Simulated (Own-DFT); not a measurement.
# A layer strained by its substrate: wurtzite AlGaN with randomly placed atoms, 72 atoms (Al9Ga27N36)

Calculated, not measured: single-point runs of Own-DFT, a retired in-house plane-wave DFT program that no person has reviewed, on unrelaxed cells, without spin or spin-orbit coupling.

Settings: PBE; PseudoDojo norm-conserving scalar-relativistic files; cutoff 42 hartree; 4 x 4 x 3 k mesh centred on Gamma; Fermi-Dirac smearing of 0.1 eV.

Limits: forces on such cells passed a denser k mesh, each cell not checked; stress not checked against mesh or cutoff.

Unstrained cell vectors in Å: (9.509, 0.000, 0.000); (-4.755, 8.235, 0.000); (0.000, 0.000, 10.268). The unstrained cell has measured lattice constants (interpolated for alloys), not those of this functional. That, the random moves and any unrelaxed bonds set the pressure at no strain. Each run strains x and y alike by e, as a substrate would, and holds the height along z. Random moves of width 0.05 Å per axis were added to every atom. The random placing of the alloy's atoms differs from row to row. Stress is positive in tension.

```
e (%),u (Å),(s_xx + s_yy)/2 (GPa),s_zz (GPa)
-3.00,0.051,-25.70,-14.96
-2.75,0.048,-25.79,-11.35
-0.75,0.049,-11.52,-7.81
-0.25,0.050,-8.73,-9.32
0.75,0.048,-2.51,-8.44
1.25,0.049,-0.91,-5.50
2.00,0.047,3.37,-6.36
2.50,0.052,?,?
2.75,0.051,5.49,-4.00
3.00,0.050,6.76,-4.14
```

## Analysis

With e as a fraction, the in-plane stress is -7.1 + 557 e - 3188 e² GPa (errors 11 and 628, scatter 0.68), and s_zz is -8.5 + 151 e GPa (slope ± 21, scatter 1.32). At e = 0 the first slope is C11 + C12 and the second 2 C13, both with the ions held to the strained lattice and at the cell's own pressure. The term in e² is negative: the layer stiffens under compression and softens under tension. A free layer would change its height as e changes, and the in-plane slope would drop by 2 C13²/C33 to the biaxial modulus. At fixed height, a misfit of 1 % moves the in-plane stress by about 5.6 GPa and s_zz by 1.5 GPa.

## Check

Asked: what are the two stresses at e = 2.50 %?

The fit gives 4.9 and -4.7 GPa. DFT gave 3.75 and -2.32 GPa.
